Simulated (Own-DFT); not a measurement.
# Strain and stress in wurtzite AlN, 128 atoms (Al64N64)

All numbers below are calculated, not measured. The program, named Own-DFT, is a retired in-house plane-wave density functional code that no person has reviewed. Each row is one single-point run on a periodic cell that was not relaxed, without spin or spin-orbit coupling.

Settings of every run: PBE; PseudoDojo norm-conserving scalar-relativistic files; cutoff 42 hartree; 3 x 3 x 3 k mesh centred on Gamma; Gaussian smearing of 0.01 eV.

Known limits: k mesh not checked against a denser one; stress not checked against mesh or cutoff.

Unstrained cell vectors in Å: (12.448, 0.000, 0.000); (-6.224, 10.780, 0.000); (0.000, 0.000, 9.964). The unstrained cell has measured lattice constants (interpolated for alloys), not those of this functional. That, the random moves and any unrelaxed bonds set the pressure at no strain. Each run strains this cell uniformly, with the atoms carried along. Every atom was also moved at random, by a Gaussian of width 0.05 Å on each axis. Strain is the symmetric tensor, in per cent. Stress is positive in tension, and the pressure is minus a third of its trace.

```
run  e_xx (%)  e_yy (%)  e_zz (%)  e_yz (%)  e_xz (%)  e_xy (%)  s_xx (GPa)  s_yy (GPa)  s_zz (GPa)  s_yz (GPa)  s_xz (GPa)  s_xy (GPa)  P (GPa)  E (meV/atom)
  1     -1.27     -1.19      1.05      0.67     -1.31     -0.30      -13.27      -11.65       -3.88        1.52       -3.08       -1.88     9.60          27.2
  2     -0.45      1.93      0.75     -0.38     -1.89     -0.70       -6.40        3.23       -0.92       -0.84       -4.54       -1.73     1.37           2.8
  3     -1.37     -0.59     -1.14      0.48      0.36     -1.83      -13.80      -12.40      -11.87        1.70        0.15       -7.37    12.69          19.9
  4      0.48      1.26     -0.48     -1.29     -1.25      0.84       -3.56       -0.56       -4.59       -3.23       -3.54        2.15     2.90           0.0
  5      1.72      0.82     -0.30     -1.96     -1.97     -0.18        1.50       -0.90       -4.83       -5.04       -5.38       -0.85     1.41           8.7
  6     -1.13     -0.20     -0.46     -0.89      0.69      0.60      -13.01       -7.44       -7.55       -1.78        1.10        1.68     9.33           7.2
  7      0.13     -0.85      1.71      0.72     -1.66     -0.16       -4.55      -10.88        2.03        1.62       -4.50       -0.10     4.46          12.1
  8     -1.65     -0.34      1.98      0.96      1.67      0.32      -13.58       -7.94        1.48        1.80        4.06        2.81     6.68          23.4
  9     -1.37     -0.33     -1.52     -1.23     -1.13     -1.83      -15.45      -10.07      -15.36       -4.15       -3.35       -7.03    13.63          43.5
 10      0.53      0.78     -0.12     -1.33     -0.19     -0.80       -3.42       -3.52       -2.67       -3.79       -0.07       -2.59     3.20           0.6
 11     -0.33     -0.20      1.28     -1.47      0.65     -0.28       -6.14       -7.14       -0.09       -4.04        1.66       -2.09     4.46           6.1
 12      0.76      1.87     -1.50     -0.70      0.04     -0.36       -3.03        2.76      -10.29       -2.18        0.55        0.09     3.52          10.3
 13     -1.72     -0.84     -0.15     -0.44     -0.06     -0.39      -15.13      -10.86       -9.63       -1.11       -0.80       -0.59    11.88          17.2
 14      0.45      1.95      0.83      1.34     -0.50     -1.16       -1.28        2.69       -0.21        3.36       -0.93       -3.33    -0.40           6.1
 15     -0.12      1.93      1.30      0.54      1.19     -1.79       -2.72        1.75        0.72        0.88        2.93       -5.45     0.08           8.3
 16     -0.36      1.14      1.48      1.10     -0.49     -1.48           ?           ?           ?           ?           ?           ?        ?             ?
```

E is the free energy for each atom above the lowest run shown.

## Worked fit

Each stress component was fitted by least squares to a constant and the strains of the runs shown, as fractions, with shears doubled. Shear strains stay in the fit of a normal stress only where such slopes are resolved. The slopes, in GPa:

```
stress  at no strain  per e_xx  per e_yy  per e_zz  scatter
  s_xx          -6.6  472 ± 25  102 ± 22  111 ± 17     0.74
  s_yy          -6.6   60 ± 34  469 ± 30   39 ± 24     1.01
  s_zz          -5.2  135 ± 38   66 ± 34  444 ± 26     1.12
```

Each shear stress against twice its own strain: yz 134 ± 8, xz 125 ± 6, xy 185 ± 16 GPa. These are stiffnesses along x, y and z of the frame in which the cell vectors are given, which need not be the crystal's axes. The atoms are held to the strained lattice; where symmetry lets them move under strain, relaxing them would lower some slopes. The table should be nearly symmetric about its diagonal, and what it lacks of that shows the noise. A ninth of its sum, 211 ± 5 GPa, estimates the bulk modulus near the mean pressure of these runs, 5.7 GPa, so it lies above the value at zero pressure.

## Withheld run

Question: what normal stresses and pressure should run 16 give?

The fit gives s_xx = -5.4, s_yy = -0.9, s_zz = 1.6 and P = 1.6 GPa. The calculation gave -4.32, -0.71, 0.97 and P = 1.35 GPa.
